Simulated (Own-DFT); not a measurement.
# Around an empty site: 2H SiC, 71 atoms (C35Si36), with one C vacancy

Calculated results; nothing here was measured. They come from Own-DFT, an in-house plane-wave density functional program, since retired, whose code no person has reviewed. Each row is one single-point run on a periodic cell that was not relaxed, without spin or spin-orbit coupling.

Settings of every run: PBE; PseudoDojo norm-conserving scalar-relativistic files; cutoff 42 hartree; 4 x 4 x 3 k mesh centred on Gamma; Fermi-Dirac smearing of 0.1 eV.

Known limits: not probed for a lower state with spin; forces on such cells moved up to 12 meV/angstrom on a denser k mesh; stress not checked against mesh or cutoff.

Cell vectors in Å: (9.248, 0.000, 0.000); (-4.624, 8.009, 0.000); (0.000, 0.000, 10.068). Every atom was also moved at random, by a Gaussian of width 0.03 Å on each axis. The defect's site can differ from row to row. The empty site has 4 nearest neighbours, all Si. For each, d is its distance from the empty site and R the part of its force along the line away from it, positive outwards. The last column is the rms force component on atoms over 4.5 Å away.

```
run  d1 (Å)  d2 (Å)  d3 (Å)  d4 (Å)  R1 (eV/Å)  R2 (eV/Å)  R3 (eV/Å)  R4 (eV/Å)  far F (eV/Å)
  1   1.848   1.885   1.886   1.928       0.02      -0.42      -0.38      -0.47          0.82
  2   1.850   1.868   1.894   1.907       0.06      -0.34      -0.26      -0.52          0.85
  3   1.852   1.853   1.886   1.912      -0.29       0.00      -0.24      -0.56          0.98
  4   1.832   1.846   1.921   1.935       0.54      -0.38      -0.83      -0.40          0.81
  5   1.890   1.899   1.911   1.920      -0.97      -0.63      -0.42      -0.87          0.83
  6   1.831   1.835   1.898   1.903       0.30      -0.06      -0.30      -0.44          0.86
  7   1.892   1.903   1.905   1.912      -0.85      -0.75      -0.47      -0.76          0.80
  8   1.872   1.887   1.890   1.949      -0.32      -0.58      -0.75      -0.99          0.97
  9   1.845   1.873   1.883   1.911          ?          ?          ?          ?             ?
```

## Worked fit

A straight line through the 32 neighbours shown gives R = -0.42 - 8.7 (d - 1.888) eV/Å, with a scatter of 0.23 left by the moves of the other atoms. The slope, with an error of 1.4, is the pull back towards the neighbour's own site. The constant, -0.42 ± 0.04 eV/Å, is the force at the mean distance: with one bond gone, the neighbours are pushed inwards, towards the empty site. It shows how a relaxation would start, not where it would end, and it depends somewhat on the width of the random moves.

## Withheld run

Question: what mean R should the neighbours of run 9 feel? Their mean d is 1.878 Å.

The line gives -0.33 ± 0.13 eV/Å, by the scatter of the means of the runs shown. The calculation gave R = -0.32, -0.58, -0.31, -0.48, a mean of -0.42 eV/Å.
